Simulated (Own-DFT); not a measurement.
## Calculated data, GaP (zincblende, atoms displaced)

All values are calculated (Own-DFT development build). A calculation, not a measurement: plane-wave PBE density functional theory by an unreviewed code, no spin, of a simulated periodic cell, stress positive in tension, free energy of the whole cell less one offset for each atom, forces on such cells passed a denser k mesh, this cell's mesh not checked; offsets are fitted by least squares, one for each functional and potential file, so energies compare only between cells with the same atoms and settings and are not formation energies; the far tail of each file's local potential was reset to the Coulomb form; each entry is a single point on an unrelaxed cell, so the pressure reflects the starting lattice, mostly measured values (interpolated for alloys), from which strain is counted, and rises with the displacements; printed positions are rounded, which can move forces by about a meV/angstrom; the program, named Own-DFT, is a retired in-house code; no spin-orbit coupling.

Settings shared by all entries: functional PBE; potential files PseudoDojo norm-conserving, scalar-relativistic, standard set; wave cutoff 42 hartree; occupations Fermi-Dirac; smearing width 0.1 eV; hardware one NVIDIA H200; k mesh 2 x 3 x 3 centred on Gamma.

(1) GaP (zincblende, atoms displaced)

```
GaP
1.0
     16.3515     0.0000     0.0000
      0.0000    10.9010     0.0000
      0.0000     0.0000    10.9010
Ga P Ga P Ga P Ga P Ga P Ga P Ga P Ga P Ga P Ga P Ga P Ga P
4 4 4 4 4 4 4 4 4 4 4 4 4 4 4 4 4 4 4 4 4 4 4 4
Direct
  0.00250 0.00350 0.00025
  0.99781 0.25608 0.24789
  0.16885 0.00643 0.25034
  0.15891 0.24781 0.00430
  0.08714 0.12839 0.12747
  0.08533 0.37469 0.37629
  0.25237 0.12949 0.38158
  0.24833 0.37045 0.12763
  0.00251 0.00022 0.50427
  0.99889 0.25583 0.76384
  0.16639 0.99816 0.74571
  0.16531 0.25117 0.49519
  0.08577 0.13206 0.63088
  0.08612 0.38301 0.86953
  0.25185 0.12452 0.87884
  0.25447 0.37634 0.62175
  0.00168 0.50549 0.99902
  0.00421 0.75014 0.24920
  0.16380 0.49372 0.25096
  0.16994 0.75305 0.99554
  0.08542 0.62489 0.13073
  0.08780 0.86750 0.36283
  0.24812 0.61691 0.37416
  0.24996 0.87240 0.12710
  0.99890 0.49799 0.49011
  0.00316 0.75894 0.74270
  0.16682 0.50787 0.74815
  0.16649 0.75485 0.49802
  0.08646 0.63268 0.62658
  0.08928 0.87607 0.88220
  0.25126 0.62465 0.87316
  0.25452 0.87762 0.62514
  0.33803 0.00358 0.99552
  0.33306 0.25300 0.25175
  0.50693 0.99854 0.24755
  0.50408 0.25264 0.99850
  0.41922 0.12173 0.12616
  0.42062 0.37423 0.37338
  0.58370 0.12590 0.37426
  0.58220 0.36772 0.11923
  0.32930 0.99801 0.50555
  0.33499 0.25040 0.74554
  0.50039 0.00096 0.75392
  0.49828 0.24647 0.49902
  0.41342 0.11848 0.62826
  0.41750 0.37770 0.87986
  0.58370 0.12220 0.87841
  0.58366 0.37495 0.62514
  0.33509 0.50499 0.00904
  0.33435 0.74982 0.25642
  0.49839 0.49997 0.25411
  0.50343 0.74798 0.99883
  0.41487 0.61844 0.12464
  0.41831 0.88419 0.37442
  0.58384 0.63278 0.38427
  0.58398 0.87614 0.11776
  0.33072 0.50015 0.50084
  0.33676 0.75107 0.75222
  0.50521 0.50255 0.74634
  0.50315 0.74656 0.49577
  0.41731 0.62858 0.62856
  0.41598 0.88312 0.87758
  0.58167 0.62056 0.87405
  0.58681 0.87847 0.63374
  0.66909 0.00225 0.99924
  0.66749 0.24106 0.24514
  0.83422 0.99456 0.25777
  0.83286 0.25333 0.00632
  0.74874 0.12487 0.12625
  0.74631 0.37510 0.37422
  0.91891 0.12726 0.36747
  0.91788 0.37921 0.12952
  0.66164 0.00656 0.49986
  0.67122 0.25231 0.75087
  0.83073 0.00539 0.74453
  0.83260 0.24811 0.50097
  0.74765 0.12253 0.63302
  0.74920 0.38155 0.86657
  0.91654 0.12568 0.87250
  0.92252 0.37931 0.62480
  0.66387 0.49233 0.00105
  0.66543 0.74265 0.24843
  0.82664 0.49903 0.25175
  0.83332 0.75244 0.00021
  0.74686 0.62571 0.12830
  0.74706 0.87704 0.36817
  0.91249 0.62373 0.37696
  0.91455 0.87211 0.12819
  0.66922 0.50140 0.50685
  0.66524 0.76409 0.75289
  0.83342 0.50412 0.74423
  0.83558 0.75100 0.49372
  0.75030 0.62290 0.62185
  0.74728 0.87469 0.87770
  0.91818 0.63235 0.87383
  0.91573 0.87321 0.61622
```

```
free energy of cell above offsets : -50.480 eV
pressure                          : 3.19 GPa
stress xx                         : -3.2 GPa
stress yy                         : -3.2 GPa
stress zz                         : -3.16 GPa
stress yz                         : 0.04 GPa
stress xz                         : -0.13 GPa
stress xy                         : 0.14 GPa
wall time                         : 1007 s
```

Force:
```
element  x (eV/Å)  y (eV/Å)  z (eV/Å)
     Ga     -0.31    -0.307     0.306
     Ga     0.759    -0.365     0.158
     Ga     0.589    -0.451     0.085
     Ga     1.563     0.799    -1.207
      P    -1.561    -0.437     0.529
      P    -0.795     -0.19    -0.303
      P     -0.22    -0.404    -0.557
      P    -0.077     0.388    -0.447
     Ga      0.41     0.243    -0.845
     Ga     0.239     0.003    -1.153
     Ga     0.599     0.384     0.637
     Ga     0.492     0.047     0.959
      P    -0.611    -0.257    -0.218
      P    -0.175    -0.302     1.049
      P    -0.659     0.471    -0.566
      P    -1.225     -0.26      0.47
     Ga    -0.069     0.055     0.093
     Ga    -1.264    -0.624     -0.16
     Ga     0.632     0.293    -0.304
     Ga     0.239     -0.81     0.934
      P     0.133    -0.024    -1.004
      P     -0.24      1.59     1.349
      P     0.077     0.823     0.157
      P     0.613     0.619    -0.208
     Ga      0.42     0.663     0.877
     Ga    -0.128    -0.098     0.904
     Ga       0.7    -0.447    -0.475
     Ga     0.762    -0.397     0.042
      P     -0.64    -0.528    -0.869
      P    -1.153     0.428    -1.137
      P     0.345     0.123     0.426
      P    -1.105    -1.051     0.365
     Ga    -0.922     0.005     1.179
     Ga     0.497    -0.468    -0.224
     Ga    -0.741     0.081    -0.107
     Ga    -1.255    -0.832    -0.353
      P     0.083     0.684     0.124
      P    -0.842      0.04     0.623
      P    -0.214      0.19    -0.059
      P     0.492     0.838     1.618
     Ga     0.895     0.479    -0.853
     Ga    -0.118      0.18      1.03
     Ga     0.013     0.083    -0.152
     Ga    -0.043    -0.001      0.48
      P     0.846     0.499    -0.389
      P      0.03     0.039    -0.694
      P     0.377     0.663    -0.543
      P     0.132    -0.565    -0.247
     Ga    -1.077    -1.261    -1.134
     Ga    -0.063    -0.119    -0.234
     Ga     0.873      0.19    -0.427
     Ga    -0.952    -0.029     -0.11
      P     1.096     1.671     0.991
      P     0.067    -0.743     0.319
      P     0.711    -1.764    -1.352
      P     0.503    -0.521     0.667
     Ga     1.053     0.277    -0.261
     Ga    -0.156     0.287     0.201
     Ga    -1.152    -0.445      0.27
     Ga    -1.271     1.613     1.373
      P     0.237    -0.397    -0.726
      P     0.717    -1.459     -0.32
      P     0.962     0.827      0.12
      P    -1.257     0.303      -1.5
     Ga    -0.275    -0.005     0.087
     Ga    -0.435     1.082     0.459
     Ga     0.078     0.648    -0.856
     Ga    -0.054     0.133    -0.654
      P     1.043    -0.646    -0.171
      P    -0.059    -0.569     0.227
      P    -0.184    -0.319     1.106
      P    -0.473     0.466    -0.734
     Ga     0.791    -0.732      0.26
     Ga    -1.176    -0.165     0.255
     Ga     0.758    -1.242     0.742
     Ga     0.276     0.203     0.077
      P    -0.029     0.647    -1.647
      P     0.727    -0.293      1.13
      P    -0.357    -0.143     0.758
      P    -0.779    -0.594     0.086
     Ga      0.34     0.672     -0.21
     Ga    -0.456     1.049      0.06
     Ga     0.583     0.137    -0.016
     Ga    -0.199    -0.345     0.065
      P     0.355    -0.594    -1.041
      P     -0.33    -0.363     1.155
      P     0.824    -0.062     -1.06
      P     0.712     0.469    -0.258
     Ga    -0.639    -0.348    -0.662
     Ga     0.424    -2.121     0.182
     Ga     0.679     0.088     0.257
     Ga    -1.155     0.021     0.169
      P     0.114     1.559     0.552
      P     1.199     0.553    -0.048
      P    -0.105    -0.223    -0.305
      P    -0.057      0.72     0.834
```

(2) GaP (zincblende, atoms displaced)

```
GaP
1.0
     16.3515     0.0000     0.0000
      0.0000    10.9010     0.0000
      0.0000     0.0000    10.9010
Ga P Ga P Ga P Ga P Ga P Ga P Ga P Ga P Ga P Ga P Ga P Ga P
4 4 4 4 4 4 4 4 4 4 4 4 4 4 4 4 4 4 4 4 4 4 4 4
Direct
  0.99607 0.99761 0.00496
  0.99722 0.24898 0.24856
  0.17165 0.00179 0.24972
  0.16676 0.24869 0.99482
  0.08041 0.12801 0.12686
  0.08314 0.38127 0.36678
  0.24809 0.12660 0.37008
  0.25013 0.37606 0.12055
  0.00450 0.00446 0.49960
  0.00578 0.24792 0.75087
  0.16901 0.99405 0.74755
  0.16222 0.25251 0.49522
  0.08463 0.12536 0.62009
  0.08409 0.37183 0.88278
  0.24879 0.11587 0.87057
  0.24866 0.36970 0.62698
  0.99885 0.50609 0.00094
  0.00201 0.74235 0.24566
  0.16580 0.49857 0.25520
  0.16235 0.75035 0.99209
  0.08430 0.62163 0.12624
  0.08404 0.87253 0.37057
  0.24938 0.62965 0.37087
  0.25018 0.87273 0.12836
  0.99730 0.49994 0.50939
  0.00440 0.74600 0.74557
  0.16816 0.49684 0.75155
  0.17055 0.75119 0.50228
  0.08333 0.62083 0.62965
  0.08381 0.87234 0.87506
  0.24488 0.62511 0.87567
  0.25117 0.87203 0.62758
  0.32908 0.99805 0.00042
  0.33727 0.25187 0.24858
  0.49957 0.00695 0.24497
  0.49877 0.25251 0.99172
  0.41968 0.12837 0.12299
  0.41797 0.38188 0.38221
  0.57978 0.12503 0.37466
  0.58372 0.37630 0.12736
  0.32661 0.00170 0.50660
  0.33097 0.24814 0.75870
  0.49879 0.00273 0.74328
  0.49816 0.25744 0.49954
  0.41856 0.11901 0.63257
  0.41698 0.37483 0.87800
  0.58629 0.12740 0.88115
  0.58258 0.38208 0.62314
  0.33121 0.50066 0.00564
  0.33541 0.74434 0.24882
  0.50187 0.49398 0.24010
  0.50019 0.75114 0.99569
  0.41527 0.62442 0.12824
  0.41296 0.88374 0.37162
  0.57957 0.62485 0.37640
  0.57735 0.87300 0.12515
  0.33662 0.50585 0.50426
  0.33151 0.75331 0.74834
  0.49428 0.50577 0.74998
  0.50303 0.74730 0.50372
  0.41345 0.63036 0.62953
  0.41595 0.87664 0.88030
  0.58401 0.62153 0.86674
  0.58102 0.86556 0.62413
  0.66955 0.99341 0.00227
  0.66651 0.25746 0.25415
  0.83512 0.99661 0.24660
  0.83376 0.24607 0.99962
  0.74715 0.12750 0.12656
  0.74910 0.37545 0.37156
  0.91614 0.12489 0.37719
  0.91928 0.38130 0.12794
  0.65803 0.99976 0.49565
  0.66618 0.24573 0.74634
  0.83510 0.00077 0.75104
  0.83841 0.25133 0.50281
  0.74928 0.11980 0.61685
  0.75169 0.36909 0.87332
  0.91639 0.12386 0.87663
  0.91659 0.38037 0.62991
  0.66694 0.50061 0.00015
  0.67069 0.74920 0.24526
  0.83302 0.49381 0.25321
  0.83321 0.75476 0.99184
  0.75501 0.62178 0.12111
  0.75113 0.87830 0.37692
  0.91673 0.62641 0.37346
  0.91828 0.87828 0.11860
  0.66964 0.49951 0.49707
  0.66814 0.75187 0.75014
  0.83285 0.50099 0.74611
  0.83406 0.74815 0.49856
  0.74933 0.63176 0.62338
  0.74475 0.88110 0.88489
  0.91821 0.62267 0.87015
  0.91426 0.87134 0.61594
```

```
free energy of cell above offsets : -50.996 eV
pressure                          : 3.07 GPa
stress xx                         : -3.09 GPa
stress yy                         : -3.1 GPa
stress zz                         : -3.01 GPa
stress yz                         : -0.27 GPa
stress xz                         : 0.09 GPa
stress xy                         : 0.31 GPa
wall time                         : 903.6 s
```

Force:
```
element  x (eV/Å)  y (eV/Å)  z (eV/Å)
     Ga     1.272     0.834    -0.943
     Ga     0.129      0.26     0.291
     Ga    -1.089    -0.325    -0.344
     Ga     0.245    -0.639     0.711
      P     0.701    -0.543    -0.338
      P    -1.077     -0.78     1.431
      P     0.556     0.568     0.838
      P    -0.351    -0.552     0.817
     Ga    -0.696    -0.887    -0.494
     Ga     -0.63     0.154     0.224
     Ga    -0.806      0.15    -0.061
     Ga     0.494     0.233    -0.353
      P     0.362    -0.131     0.759
      P    -0.388      0.75    -0.837
      P    -0.157     0.703     0.641
      P     0.396     0.322    -0.364
     Ga     0.175    -0.466    -0.012
     Ga    -0.361     0.779     0.167
     Ga     0.845     0.416    -0.949
     Ga     0.587    -0.146     1.324
      P     0.366     0.208     -0.49
      P     0.186     0.212     0.382
      P     0.263    -0.724     0.738
      P     -0.21    -0.395    -0.674
     Ga     0.502     0.332    -1.235
     Ga    -0.908     0.675     0.183
     Ga    -0.364    -0.339      0.12
     Ga    -0.909     -0.28    -0.305
      P     0.858     0.026    -0.778
      P    -0.828     0.904    -0.446
      P     1.084    -0.052    -0.161
      P    -0.435     0.187    -0.322
     Ga     0.549      0.06     0.521
     Ga    -0.218     0.297     0.236
     Ga    -0.189    -0.614     0.411
     Ga     0.624    -0.225     0.927
      P    -0.742     0.096    -0.593
      P    -0.361    -0.236    -1.121
      P     0.058     0.835    -0.196
      P     0.279    -0.629    -1.109
     Ga     0.845     0.341    -0.743
     Ga     0.466      -0.1    -0.603
     Ga     1.115    -1.001     1.608
     Ga      0.25    -0.796     0.602
      P    -1.272      1.65    -1.331
      P    -0.722     0.699    -0.394
      P    -0.221    -0.721    -0.839
      P     0.047    -0.426     0.409
     Ga     0.236     0.409    -0.668
     Ga    -0.085     1.047     0.353
     Ga      -0.6     0.942     1.337
     Ga    -0.071    -0.679     0.071
      P     0.676    -0.228    -0.851
      P       0.4     -0.64     0.602
      P     0.868    -0.332    -0.784
      P     1.094     0.086     0.081
     Ga    -1.078    -0.235    -0.163
     Ga     0.201    -0.251     1.292
     Ga     0.421    -0.662    -0.152
     Ga    -1.368     0.187    -0.965
      P     0.337     0.101    -0.347
      P    -0.097     0.082    -0.893
      P    -0.052     0.386     0.885
      P     0.557     1.306     0.556
     Ga    -1.722     1.373     1.391
     Ga    -0.426    -1.032      -0.3
     Ga    -0.376     0.505     0.234
     Ga     0.078      0.55     0.469
      P     0.381    -0.218      0.23
      P     0.666    -0.191     1.071
      P     0.294    -0.059    -0.368
      P    -0.575    -0.809    -0.566
     Ga     0.735    -0.455     0.277
     Ga      0.07     0.275    -0.145
     Ga    -0.444    -0.344    -0.356
     Ga    -0.741     0.034    -0.135
      P    -0.045     0.273     0.469
      P    -0.272      0.55    -0.126
      P     0.501     0.062    -0.392
      P     0.273    -1.175    -0.013
     Ga     0.216    -0.213    -0.341
     Ga    -0.467      0.01     0.396
     Ga     0.291     0.751    -0.292
     Ga     0.319    -0.531     0.383
      P    -0.243     0.314     0.075
      P    -0.368    -0.283     -0.38
      P    -0.058     -0.49     0.224
      P    -0.632    -1.429     1.066
     Ga    -0.587     0.524       0.1
     Ga      -0.1     0.142     0.273
     Ga    -0.642     0.216     0.573
     Ga     -0.35     0.078    -0.545
      P      0.26    -0.714     0.059
      P     1.439    -1.141    -2.194
      P    -0.272     0.599     0.027
      P     1.033     0.626     1.173
```

(3) GaP (zincblende, atoms displaced)

```
GaP
1.0
     16.3515     0.0000     0.0000
      0.0000    10.9010     0.0000
      0.0000     0.0000    10.9010
Ga P Ga P Ga P Ga P Ga P Ga P Ga P Ga P Ga P Ga P Ga P Ga P
4 4 4 4 4 4 4 4 4 4 4 4 4 4 4 4 4 4 4 4 4 4 4 4
Direct
  0.99510 0.00723 0.99764
  0.00100 0.24654 0.24589
  0.16956 0.99610 0.25654
  0.17079 0.24735 0.99251
  0.08430 0.12259 0.12307
  0.08086 0.37568 0.36994
  0.25203 0.12624 0.36986
  0.24889 0.38122 0.12186
  0.99839 0.99225 0.50571
  0.00108 0.24848 0.75600
  0.16286 0.00313 0.75642
  0.16485 0.25073 0.50677
  0.08143 0.12150 0.62749
  0.08189 0.37651 0.86880
  0.24938 0.12938 0.87761
  0.25220 0.36781 0.62163
  0.00516 0.49751 0.00170
  0.99836 0.74456 0.25485
  0.16607 0.49834 0.25195
  0.16934 0.74695 0.00031
  0.08448 0.62124 0.12136
  0.08409 0.87337 0.38413
  0.25429 0.62887 0.37577
  0.24993 0.87648 0.11711
  0.99721 0.49308 0.49447
  0.00245 0.75605 0.75311
  0.17052 0.49928 0.74526
  0.16903 0.75231 0.50117
  0.08160 0.63254 0.62385
  0.07982 0.87762 0.87560
  0.24712 0.62660 0.87850
  0.25572 0.87109 0.62922
  0.33464 0.99813 0.00447
  0.33352 0.24463 0.24439
  0.50253 0.00030 0.25280
  0.49997 0.24563 0.99840
  0.41428 0.12518 0.12902
  0.40985 0.37925 0.38189
  0.58018 0.12882 0.37850
  0.58510 0.37781 0.12544
  0.33356 0.99962 0.49471
  0.33516 0.24360 0.75416
  0.50015 0.99725 0.74691
  0.50378 0.25652 0.50144
  0.41794 0.12388 0.62325
  0.41701 0.37031 0.86723
  0.58816 0.12324 0.87447
  0.58356 0.37531 0.61554
  0.33530 0.49241 0.99955
  0.32820 0.74643 0.24935
  0.50040 0.50760 0.25100
  0.49762 0.75527 0.00745
  0.41549 0.62443 0.12528
  0.42073 0.88088 0.35920
  0.58321 0.63122 0.36882
  0.58227 0.87761 0.12876
  0.33371 0.49879 0.50451
  0.33453 0.75099 0.74655
  0.49873 0.50231 0.75148
  0.50435 0.75243 0.50908
  0.41188 0.61824 0.62874
  0.41791 0.87598 0.87635
  0.58096 0.62848 0.87401
  0.58452 0.86958 0.62103
  0.66774 0.00134 0.99801
  0.66749 0.25189 0.25411
  0.83328 0.00572 0.25829
  0.83146 0.26248 0.00216
  0.74869 0.11794 0.13180
  0.75252 0.37017 0.36964
  0.91225 0.12009 0.38268
  0.91901 0.38076 0.11978
  0.66642 0.00342 0.49906
  0.66758 0.26030 0.74608
  0.83493 0.00161 0.74814
  0.83598 0.25861 0.50134
  0.74775 0.12850 0.63346
  0.75082 0.37599 0.87240
  0.91744 0.12899 0.87126
  0.91404 0.38034 0.62161
  0.66639 0.50100 0.00186
  0.66506 0.74771 0.25788
  0.83668 0.49609 0.25174
  0.83250 0.75727 0.99406
  0.74815 0.62846 0.12058
  0.74893 0.87255 0.37149
  0.91663 0.62366 0.38041
  0.91598 0.86898 0.13431
  0.66693 0.50114 0.49179
  0.66432 0.75248 0.73777
  0.83795 0.50260 0.75286
  0.83520 0.75336 0.49547
  0.75414 0.61853 0.62604
  0.75183 0.87155 0.87575
  0.91674 0.63135 0.87941
  0.91808 0.88016 0.62936
```

```
free energy of cell above offsets : -50.441 eV
pressure                          : 3.19 GPa
stress xx                         : -3.26 GPa
stress yy                         : -3.19 GPa
stress zz                         : -3.13 GPa
stress yz                         : -0.3 GPa
stress xz                         : -0.09 GPa
stress xy                         : -0.39 GPa
wall time                         : 945.5 s
```

Force:
```
element  x (eV/Å)  y (eV/Å)  z (eV/Å)
     Ga     0.234    -0.843     0.742
     Ga    -0.554    -0.237      0.12
     Ga    -0.557     0.018      -0.6
     Ga    -1.245     1.089     1.068
      P      0.38    -0.027     0.037
      P     0.408    -0.572     0.566
      P    -0.643      0.13     0.895
      P     0.016    -1.123     0.362
     Ga     0.323     0.898    -0.493
     Ga    -0.225     0.394     -1.15
     Ga     0.757    -0.428    -0.378
     Ga    -0.222    -0.436    -0.988
      P     0.037     0.362    -0.251
      P     0.838    -0.006     0.386
      P     0.762    -1.376    -0.477
      P    -0.011      0.48     0.725
     Ga    -0.495     0.462    -0.811
     Ga     0.743     0.025    -0.185
     Ga     0.334     0.588    -0.076
     Ga        -1     0.569    -0.082
      P     0.148     0.667     0.904
      P    -0.127    -0.005    -0.996
      P    -1.156    -0.881     0.572
      P    -0.326    -0.413     1.126
     Ga     0.685     0.838     0.649
     Ga    -0.553    -0.568    -0.227
     Ga    -0.524     0.296    -0.102
     Ga     0.249    -0.269     0.375
      P     0.226    -1.105      -0.2
      P     0.658     0.054      0.88
      P     1.174    -0.625    -0.766
      P    -1.136      1.28    -0.605
     Ga      0.08     0.487    -0.709
     Ga    -0.437     1.425     0.456
     Ga     0.348     1.018    -0.812
     Ga     0.166     0.169      0.16
      P       1.1    -0.357    -0.665
      P     1.445    -0.728    -1.261
      P     0.569    -0.108    -0.321
      P    -0.613    -0.435     0.171
     Ga     0.416    -0.237     0.006
     Ga     -0.16    -0.036     -0.79
     Ga     0.289     0.212     0.272
     Ga    -1.549    -0.537    -0.433
      P     0.081     0.052    -0.135
      P     0.289     0.201      0.87
      P    -0.659     0.473    -0.558
      P     0.403     1.156     1.199
     Ga     0.091     0.757    -0.431
     Ga     1.017     0.878    -0.742
     Ga     -0.49    -0.913    -0.001
     Ga      0.24    -0.377    -0.374
      P    -0.228    -0.034    -0.179
      P    -1.157    -1.536     2.067
      P    -0.517    -0.787     1.561
      P     0.695    -0.062    -0.286
     Ga    -0.769     0.248    -0.208
     Ga     0.111    -0.511      1.24
     Ga     0.447    -0.269    -0.266
     Ga    -1.684     -0.88    -1.513
      P     1.061     0.908    -0.271
      P    -0.223    -0.023    -0.173
      P     0.256     0.126     0.178
      P     0.076     1.823     0.333
     Ga     0.172    -0.615     0.372
     Ga    -0.429     -0.56    -0.589
     Ga    -0.106    -1.065     -0.71
     Ga    -0.003    -1.409     0.092
      P     0.258     1.141    -0.681
      P     -0.08     0.665     0.531
      P     1.304     0.883     0.007
      P     0.021     -0.58     0.738
     Ga     0.281    -0.042     0.065
     Ga    -0.459    -0.498     0.347
     Ga    -0.503     0.126      0.51
     Ga    -0.836    -1.064     0.147
      P     0.498    -0.126     -1.12
      P    -0.207     0.721     0.137
      P    -1.097     0.153     0.711
      P     0.965    -0.566     0.982
     Ga    -0.006     0.239    -0.576
     Ga     0.619     0.588    -1.649
     Ga    -0.475     0.819    -0.562
     Ga     0.335     -0.71     1.285
      P     0.526    -0.109     0.695
      P     0.083     0.569     0.712
      P    -0.161    -0.122    -0.571
      P    -0.146     1.071    -0.698
     Ga     0.396     0.107     0.056
     Ga     1.059    -1.083     1.285
     Ga    -0.199     0.128     0.311
     Ga    -0.319    -0.037     0.881
      P    -0.584     0.754    -0.614
      P    -0.875      0.92    -1.117
      P     0.708    -0.533    -0.231
      P    -0.632    -1.105    -0.151
```
